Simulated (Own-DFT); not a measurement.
# One host, several defects: zincblende GaAs

Source: density functional calculations with Own-DFT, an unreviewed in-house program that is no longer used. Nothing was measured or relaxed, and spin and spin-orbit coupling are left out.

All runs used: PBE; PseudoDojo norm-conserving scalar-relativistic files; cutoff 42 hartree; 3 x 3 x 3 k mesh centred on Gamma; Fermi-Dirac smearing of 0.1 eV.

Keep in mind (not all hold for every row): not probed for a lower state with spin; forces not confirmed at this smearing and k mesh; stress not checked against mesh or cutoff.

All runs share one cell, with vectors in Å (11.737, 0.000, 0.000); (0.000, 11.737, 0.000); (0.000, 0.000, 10.833) and a volume of 1492.4 Å³, strained against the parent crystal. u is the rms random offset of the atoms per axis. The defect's site can differ from row to row.

```
                             cell     formula   u (Å)  P (GPa)
                        no defect    As32Ga32  0.0287     1.23
                        no defect    As32Ga32  0.0297     1.24
                        no defect    As32Ga32  0.0536     1.62
              one In on a Ga site  As32Ga31In  0.0519     2.27
              one In on a Ga site  As32Ga31In  0.0525     2.31
              one In on a Ga site  As32Ga31In  0.0583     2.27
              one P on an As site   As31Ga32P  0.0286     1.01
              one P on an As site   As31Ga32P  0.0312     0.99
              one P on an As site   As31Ga32P  0.0335     1.09
              one Al on a Ga site  AlAs32Ga31  0.0288        ?
              one Al on a Ga site  AlAs32Ga31  0.0291     1.22
              one Al on a Ga site  AlAs32Ga31  0.0466     1.47
              one Al on a Ga site  AlAs32Ga31  0.0517     1.65
one As vacancy and one Ga vacancy    As31Ga31  0.0292     0.82
one As vacancy and one Ga vacancy    As31Ga31  0.0460     1.11
one As vacancy and one Ga vacancy    As31Ga31  0.0504     1.22
```

## Analysis

P = P0 + c u² + a shift for each defect gives P0 = 1.05 GPa, c = 203 ± 20 GPa/Å² and a scatter of 0.05 GPa. The shifts, and each times the cell's volume:

- one In on a Ga site: 0.63 ± 0.05 GPa, 5.9 eV
- one Al on a Ga site: 0.01 ± 0.04 GPa, 0.1 eV (not resolved)
- one P on an As site: -0.22 ± 0.04 GPa, -2.0 eV
- one As vacancy and one Ga vacancy: -0.37 ± 0.04 GPa, -3.5 eV

Against the defect-free cell, a freed cell would be larger where the shift is positive and smaller where it is negative (160.2 GPa Å³ is 1 eV). The atoms around the defects weren't relaxed, which would change these numbers.

## Check

Question: what pressure belongs in the blank (one Al on a Ga site, u = 0.0288 Å)?

From the fit: 1.23 ± 0.06 GPa. Computed: 1.22 GPa.
